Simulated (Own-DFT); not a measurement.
# One host, several defects: C11b WSi2

Source: density functional calculations with Own-DFT, an unreviewed in-house program that is no longer used. Nothing was measured or relaxed, and spin and spin-orbit coupling are left out.

Common settings: PBEsol; PseudoDojo norm-conserving scalar-relativistic files, made for PBE; cutoff 50 hartree; 5 x 5 x 5 k mesh centred on Gamma; cold (Marzari-Vanderbilt) smearing of 0.2 eV.

Caveats: forces on such cells failed a check on a denser k mesh; stress not checked against mesh or cutoff.

All runs share one cell, with vectors in Å (-2.148, -5.953, 3.409); (-6.444, 2.976, 1.136); (-2.553, -2.948, -6.757) and a volume of 403.2 Å³. The atoms are randomly displaced, by u rms on each axis. The defect's site can differ from row to row.

| cell | formula | u (Å) | P (GPa) |
|---|---|---|---|
| no defect | Si20W10 | 0.0200 | 0.38 |
| no defect | Si20W10 | 0.0457 | 1.84 |
| no defect | Si20W10 | 0.0461 | 1.76 |
| one Si vacancy | Si19W10 | 0.0284 | -0.32 |
| one Si vacancy | Si19W10 | 0.0327 | -0.24 |
| one Si vacancy | Si19W10 | 0.0497 | 0.62 |
| one W vacancy | Si20W9 | 0.0299 | -0.08 |
| one W vacancy | Si20W9 | 0.0348 | 0.27 |
| one W vacancy | Si20W9 | 0.0543 | ? |
| one W vacancy | Si20W9 | 0.0545 | 1.03 |
| one W on a Si site | Si19W11 | 0.0295 | 5.24 |
| one W on a Si site | Si19W11 | 0.0483 | 6.43 |
| one W on a Si site | Si19W11 | 0.0493 | 6.35 |
| one Si on a W site | Si21W9 | 0.0310 | 2.29 |
| one Si on a W site | Si21W9 | 0.0408 | 2.81 |
| one Si on a W site | Si21W9 | 0.0562 | 3.85 |

## Fit

P = P0 + c u² + a shift for each defect gives P0 = 0.30 GPa, c = 665 ± 46 GPa/Å² and a scatter of 0.15 GPa. The shifts, and each times the cell's volume:

- one W on a Si site: 4.46 ± 0.12 GPa, 11.2 eV
- one Si on a W site: 1.40 ± 0.12 GPa, 3.5 eV
- one W vacancy: -1.02 ± 0.12 GPa, -2.6 eV
- one Si vacancy: -1.25 ± 0.12 GPa, -3.1 eV

Positive is outwards. The product with the volume (160.2 GPa Å³ to the eV) is nearly free of the cell's size; divided by the bulk modulus at the cell's pressure it gives the volume that the defect adds. The atoms around the defects weren't relaxed, which would change these numbers.

## Withheld run

The question: what pressure belongs in the blank (one W vacancy, u = 0.0543 Å)?

Estimate: 1.24 ± 0.18 GPa. DFT gave 0.95 GPa.
